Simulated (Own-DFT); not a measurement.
## Calculated data, HfO2 (monoclinic hafnia, atoms displaced)

A calculation, not a measurement: plane-wave density functional theory by an unreviewed code, no spin, of a simulated periodic cell, stress positive in tension, run twice, with PBE and with PBEsol, both on files made for PBE, so the change isn't that of files made for PBEsol, hafnium file: forces about 75 meV/angstrom off all-electron values; oxygen file: force components 24 meV/angstrom off all-electron in one glass; forces on such cells passed a denser k mesh, this cell's mesh not checked; the far tail of each file's local potential was reset to the Coulomb form; each entry is a single point on an unrelaxed cell, so the pressure reflects the starting lattice, mostly measured values (interpolated for alloys), from which strain is counted, and rises with the displacements; printed positions are rounded, which can move forces by about a meV/angstrom; the program, named Own-DFT, is a retired in-house code; no spin-orbit coupling; stress was not checked against mesh or cutoff. Program: Own-DFT development build.

HfO2 (monoclinic hafnia, atoms displaced)

```cif
# cell vector a (Å): 10.2340 0.0000 0.0000
# cell vector b (Å): 0.0000 10.3500 0.0000
# cell vector c (Å): -1.6955 0.0000 10.4453
data_HfO2
_symmetry_space_group_name_H-M 'P 1'
_symmetry_Int_Tables_number 1
_cell_length_a 10.2340
_cell_length_b 10.3500
_cell_length_c 10.5820
_cell_angle_alpha 90.000
_cell_angle_beta 99.220
_cell_angle_gamma 90.000
_cell_volume 1106.39
loop_
_atom_site_label
_atom_site_type_symbol
_atom_site_fract_x
_atom_site_fract_y
_atom_site_fract_z
_atom_site_occupancy
Hf1 Hf 0.13599 0.01898 0.09961 1
Hf2 Hf 0.34795 0.26404 0.15251 1
Hf3 Hf 0.35910 0.47850 0.39195 1
Hf4 Hf 0.13037 0.23399 0.35286 1
O1 O 0.05063 0.16610 0.16518 1
O2 O 0.46949 0.42538 0.09344 1
O3 O 0.46283 0.34231 0.31114 1
O4 O 0.03219 0.08761 0.41504 1
O5 O 0.23016 0.37977 0.24535 1
O6 O 0.27452 0.12546 0.01162 1
O7 O 0.26975 0.11828 0.26602 1
O8 O 0.21843 0.37292 0.49338 1
Hf5 Hf 0.13414 0.01846 0.60836 1
Hf6 Hf 0.36430 0.27420 0.65667 1
Hf7 Hf 0.36027 0.47814 0.88790 1
Hf8 Hf 0.14213 0.23164 0.85906 1
O9 O 0.03551 0.16722 0.67483 1
O10 O 0.47786 0.40690 0.57360 1
O11 O 0.47052 0.33390 0.82067 1
O12 O 0.03100 0.08035 0.92581 1
O13 O 0.21381 0.37873 0.74741 1
O14 O 0.25676 0.13252 0.52140 1
O15 O 0.28407 0.11981 0.75412 1
O16 O 0.22358 0.36017 0.99984 1
Hf9 Hf 0.13156 0.52357 0.09970 1
Hf10 Hf 0.34993 0.77719 0.14765 1
Hf11 Hf 0.35073 0.97972 0.38272 1
Hf12 Hf 0.14426 0.72622 0.36009 1
O17 O 0.04039 0.66783 0.15704 1
O18 O 0.45669 0.91303 0.07360 1
O19 O 0.46221 0.83188 0.33441 1
O20 O 0.03846 0.57723 0.41934 1
O21 O 0.21510 0.86721 0.21974 1
O22 O 0.28431 0.61871 0.99494 1
O23 O 0.28602 0.63065 0.26718 1
O24 O 0.21042 0.88223 0.49957 1
Hf13 Hf 0.14840 0.52783 0.58687 1
Hf14 Hf 0.35211 0.76421 0.64736 1
Hf15 Hf 0.36978 0.98958 0.90223 1
Hf16 Hf 0.13412 0.72532 0.84173 1
O25 O 0.01404 0.67450 0.65953 1
O26 O 0.46518 0.89677 0.56650 1
O27 O 0.47264 0.83624 0.83174 1
O28 O 0.04966 0.59212 0.93635 1
O29 O 0.21329 0.88084 0.73790 1
O30 O 0.28128 0.64107 0.51803 1
O31 O 0.27279 0.61826 0.75692 1
O32 O 0.21519 0.87945 0.97474 1
Hf17 Hf 0.63667 0.01712 0.10790 1
Hf18 Hf 0.86069 0.26309 0.14069 1
Hf19 Hf 0.86943 0.47410 0.38833 1
Hf20 Hf 0.64054 0.23732 0.35814 1
O33 O 0.53042 0.16973 0.16961 1
O34 O 0.96363 0.41121 0.07403 1
O35 O 0.95562 0.32460 0.31799 1
O36 O 0.54528 0.09301 0.42917 1
O37 O 0.73344 0.37755 0.24811 1
O38 O 0.77614 0.12810 0.01056 1
O39 O 0.77474 0.12502 0.24220 1
O40 O 0.72670 0.37687 0.49727 1
Hf21 Hf 0.65418 0.01414 0.61025 1
Hf22 Hf 0.85347 0.26220 0.64903 1
Hf23 Hf 0.86018 0.47201 0.89949 1
Hf24 Hf 0.63203 0.22613 0.85287 1
O41 O 0.53225 0.16929 0.67315 1
O42 O 0.96472 0.41750 0.58219 1
O43 O 0.96944 0.34136 0.83061 1
O44 O 0.52946 0.07813 0.92343 1
O45 O 0.71871 0.37635 0.74091 1
O46 O 0.75347 0.11770 0.51913 1
O47 O 0.78324 0.13007 0.76953 1
O48 O 0.72208 0.37087 0.98511 1
Hf25 Hf 0.65246 0.51979 0.09635 1
Hf26 Hf 0.86741 0.75339 0.15457 1
Hf27 Hf 0.86393 0.98922 0.40074 1
Hf28 Hf 0.63599 0.71443 0.36154 1
O49 O 0.54440 0.66752 0.17667 1
O50 O 0.95658 0.91189 0.08125 1
O51 O 0.95810 0.81928 0.31599 1
O52 O 0.54484 0.58274 0.41708 1
O53 O 0.71170 0.88014 0.24137 1
O54 O 0.78061 0.63703 0.00878 1
O55 O 0.76847 0.61246 0.25443 1
O56 O 0.72241 0.87839 0.49170 1
Hf29 Hf 0.63509 0.52653 0.59827 1
Hf30 Hf 0.84490 0.76671 0.64532 1
Hf31 Hf 0.85662 0.97659 0.89844 1
Hf32 Hf 0.63453 0.73530 0.85424 1
O57 O 0.53306 0.66550 0.66421 1
O58 O 0.95938 0.90918 0.59081 1
O59 O 0.95310 0.82722 0.81221 1
O60 O 0.52388 0.59164 0.92962 1
O61 O 0.71907 0.87876 0.73013 1
O62 O 0.77920 0.63394 0.51670 1
O63 O 0.77713 0.62481 0.75510 1
O64 O 0.72693 0.87161 0.98493 1
```

```
functional                                        : PBE, then PBEsol
potential files                                   : PseudoDojo norm-conserving, scalar-relativistic, standard set
wave cutoff                                       : 72 hartree
occupations                                       : Fermi-Dirac
smearing width                                    : 0.1 eV
k mesh                                            : 2 x 2 x 2 centred on Gamma
PBE pressure                                      : 7.55 GPa
PBE stress xx                                     : -6.33 GPa
PBE stress yy                                     : -8.18 GPa
PBE stress zz                                     : -8.14 GPa
PBE stress yz                                     : 0.09 GPa
PBE stress xz                                     : 0.91 GPa
PBE stress xy                                     : -0.87 GPa
PBEsol pressure                                   : 1.07 GPa
PBEsol stress xx                                  : 0.14 GPa
PBEsol stress yy                                  : -1.73 GPa
PBEsol stress zz                                  : -1.64 GPa
PBEsol stress yz                                  : 0.06 GPa
PBEsol stress xz                                  : 1.19 GPa
PBEsol stress xy                                  : -0.83 GPa
rms change of force components from PBE to PBEsol : 0.059 eV/Å
```

Force:
```csv
force element,PBE force x (eV/Å),PBE force y (eV/Å),PBE force z (eV/Å),PBEsol force x (eV/Å),PBEsol force y (eV/Å),PBEsol force z (eV/Å)
Hf,-1.118,-1.761,-1.802,-1.085,-1.676,-1.808
Hf,3.267,1.565,-1.612,3.18,1.591,-1.549
Hf,2.326,-1.252,-0.189,2.273,-1.293,-0.209
Hf,1.163,-0.81,0.973,1.134,-0.85,0.925
O,-2.29,2.127,0.748,-2.228,2.077,0.785
O,-0.353,-0.97,-1.939,-0.336,-0.937,-1.937
O,0.483,0.085,2.677,0.441,0.071,2.573
O,-1.262,-0.892,0.173,-1.237,-0.871,0.205
O,-1.812,0.714,0.581,-1.685,0.664,0.583
O,0.21,0.089,-0.085,0.14,0.078,-0.084
O,0.404,0.338,-0.477,0.345,0.339,-0.483
O,1.031,0.992,-0.595,1.048,1.011,-0.586
Hf,-0.631,0.299,1.272,-0.573,0.314,1.236
Hf,-0.413,-1.73,-2.443,-0.374,-1.687,-2.334
Hf,0.183,0.458,3.678,0.152,0.474,3.633
Hf,-1.191,-1.023,-0.951,-1.153,-1.011,-0.949
O,-1,0.39,0.114,-0.975,0.393,0.163
O,-1.906,0.508,-1.055,-1.864,0.535,-1.052
O,-0.917,1.203,1.455,-0.9,1.13,1.349
O,0.234,0.646,-0.469,0.237,0.606,-0.384
O,1.357,0.412,-0.653,1.401,0.377,-0.61
O,1.69,0.801,-1.89,1.563,0.775,-1.839
O,-0.8,0.504,1.739,-0.834,0.516,1.694
O,0.182,0.759,-0.579,0.223,0.72,-0.57
Hf,2.748,-1.581,-0.292,2.648,-1.49,-0.362
Hf,4.614,-2.95,-2.709,4.492,-2.824,-2.607
Hf,3.01,-1.043,4.613,2.947,-1.094,4.522
Hf,-1.245,2.187,-1.283,-1.207,2.091,-1.278
O,-0.068,0.396,2.444,-0.08,0.384,2.417
O,0.606,0.441,1.277,0.576,0.457,1.201
O,-1.176,0.62,-1.255,-1.191,0.614,-1.27
O,1.205,1.03,-1.528,1.205,1.005,-1.42
O,-1.592,1.636,3.12,-1.483,1.589,3.039
O,-1.015,1.421,2.004,-1.043,1.354,1.922
O,-1.143,-1.183,0.388,-1.173,-1.134,0.405
O,1.04,-2.232,-3.255,1.068,-2.183,-3.168
Hf,-4.819,-2.326,4.64,-4.705,-2.264,4.49
Hf,3.089,5.172,1.868,3.02,5.089,1.802
Hf,-3.293,-3.037,-2.194,-3.22,-3.002,-2.099
Hf,-1.173,2.17,0.202,-1.145,2.102,0.175
O,4.408,-2.573,0.373,4.295,-2.465,0.426
O,-0.6,1.173,0.275,-0.618,1.134,0.243
O,-1.465,0.399,-0.794,-1.402,0.36,-0.791
O,-2.683,-1.274,-2.009,-2.584,-1.264,-1.888
O,1.281,-0.826,0.132,1.281,-0.821,0.094
O,-0.26,-1.966,-3.388,-0.343,-1.918,-3.302
O,-0.018,-0.126,-1.267,-0.067,-0.105,-1.245
O,-0.006,-1.393,1.045,0.045,-1.345,1.044
Hf,-0.169,-0.365,0.394,-0.148,-0.304,0.379
Hf,0.019,-0.125,-0.636,-0.013,-0.084,-0.589
Hf,-2.124,-0.161,2.701,-2.086,-0.233,2.652
Hf,-1.918,-0.397,-1.268,-1.893,-0.429,-1.264
O,0.286,-0.755,0.301,0.287,-0.736,0.346
O,0.228,0.548,0.527,0.216,0.556,0.449
O,1.459,0.138,0.997,1.423,0.126,0.923
O,-3.013,-0.857,-1.444,-2.874,-0.83,-1.375
O,-0.425,0.004,-1.54,-0.341,0.001,-1.489
O,-0.584,-0.213,-0.609,-0.619,-0.214,-0.581
O,-0.099,-0.595,3.057,-0.146,-0.555,2.96
O,0.414,-1.283,-1.433,0.447,-1.262,-1.408
Hf,-6.942,-0.931,-0.547,-6.738,-0.902,-0.591
Hf,1.878,2.553,0.344,1.816,2.531,0.386
Hf,0.607,1.639,-2.299,0.577,1.512,-2.21
Hf,0.961,-0.216,-0.312,0.946,-0.228,-0.365
O,0.847,-1.125,0.396,0.825,-1.037,0.472
O,0.514,-0.057,-1.315,0.49,-0.042,-1.359
O,-0.081,-0.688,-0.126,-0.1,-0.688,-0.141
O,3.109,2.129,0.327,3.028,2.057,0.366
O,0.498,0.266,0.292,0.548,0.229,0.292
O,6.413,3.949,-2.195,6.215,3.842,-2.141
O,-0.62,-1.161,-0.333,-0.658,-1.119,-0.345
O,0.162,-0.205,0.59,0.238,-0.177,0.576
Hf,-4.974,0.212,1.327,-4.877,0.259,1.3
Hf,-1.572,3.347,-2.108,-1.505,3.312,-2.043
Hf,-1.224,-3.036,-0.57,-1.217,-3.004,-0.512
Hf,2.072,5.716,-3.292,2.029,5.546,-3.266
O,-0.791,0.279,-0.157,-0.73,0.265,-0.071
O,0.849,0.646,-0.262,0.828,0.637,-0.314
O,1.273,1.213,3.595,1.263,1.14,3.438
O,-4.053,-3.834,1.351,-3.951,-3.744,1.38
O,1.172,0.291,0.137,1.187,0.308,0.113
O,-0.209,-1.897,-0.969,-0.271,-1.879,-0.916
O,1.869,-0.001,1.298,1.768,0.001,1.245
O,0.209,-0.852,-0.883,0.25,-0.803,-0.804
Hf,1.468,-1.155,2.055,1.439,-1.087,1.977
Hf,1.457,1.127,-0.528,1.429,1.139,-0.493
Hf,2.098,-0.991,-0.073,2.044,-1.001,-0.036
Hf,0.113,-1.195,-0.081,0.099,-1.173,-0.096
O,-0.79,0.232,0.836,-0.758,0.24,0.841
O,0.882,2.796,-2.766,0.857,2.736,-2.734
O,0.438,1.065,3.217,0.421,1.019,3.077
O,1.813,0.014,-1.133,1.782,-0.017,-1.072
O,-0.783,-0.24,3.024,-0.702,-0.245,2.939
O,-0.566,-1.867,-2.851,-0.642,-1.815,-2.765
O,-1.17,-1.589,1.627,-1.196,-1.514,1.55
O,-1.279,0.039,0.259,-1.194,0.048,0.217
```
